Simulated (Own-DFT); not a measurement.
# Energy and forces against displacement in beta-Si3N4, 112 atoms (N64Si48)

Calculated results; nothing here was measured. They come from Own-DFT, an in-house plane-wave density functional program, since retired, whose code no person has reviewed. Each row is one single-point run on a periodic cell that was not relaxed, without spin or spin-orbit coupling.

Settings of every run: PBE; PseudoDojo norm-conserving scalar-relativistic files; cutoff 42 hartree; 2 x 2 x 4 k mesh centred on Gamma; Fermi-Dirac smearing of 0.1 eV.

Known limits, some of them of some rows only: some atoms lie very close together; forces on such cells moved up to 12 meV/angstrom on a denser k mesh; stress not checked against mesh or cutoff.

Cell vectors in Å: (15.212, 0.000, 0.000); (-7.606, 13.174, 0.000); (0.000, 0.000, 5.818). In each run every atom was moved at random and independently from its ideal site; u is the rms move along one axis. E is the free energy for each atom above the fitted value at u = 0, and F the rms of the force components.

| run | u (Å) | E (meV/atom) | F (eV/Å) | largest force (eV/Å) | P (GPa) |
|---|---|---|---|---|---|
| 1 | 0.0196 | 16.5 | 0.798 | 3.64 | 5.44 |
| 2 | 0.0209 | 21.9 | 0.920 | 3.20 | 5.55 |
| 3 | 0.0212 | ? | ? | ? | ? |
| 4 | 0.0485 | 113.2 | 2.023 | 8.05 | 8.05 |
| 5 | 0.0515 | 119.3 | 2.005 | 7.98 | 8.42 |
| 6 | 0.0960 | 434.1 | 4.249 | 23.10 | 16.35 |
| 7 | 0.1006 | 472.1 | 4.695 | 25.38 | 17.46 |
| 8 | 0.1567 | 1193.1 | 8.950 | 47.47 | 36.52 |

## Worked fit

For small independent moves the energy grows as E = (3/2) K u², with K the mean stiffness felt by one atom. The runs with u up to 0.11 Å give K = 31.2 ± 0.6 eV/Å², with residuals divided by u² + 0.0006 Å², since the noise grows with the moves. The scatter is 4.4 meV/atom at u = 0.05 Å. The forces follow F = G u with G = 42.8 eV/Å²; no force at u = 0 is resolved. G exceeds K because the moves of its neighbours add to the force on an atom, and stiffness differs between atoms. At u = 0.157 Å the parabola gives 1147 meV/atom and the run 1193. The pressure follows P = 5.07 + 1226 u² GPa: at fixed volume, shortened bonds push harder than stretched ones pull.

## Withheld run

Question: what energy and rms force should run 3 give?

The fit gives 21 ± 2 meV/atom and about 0.91 eV/Å. The calculation gave 21.0 meV/atom and 0.896 eV/Å.
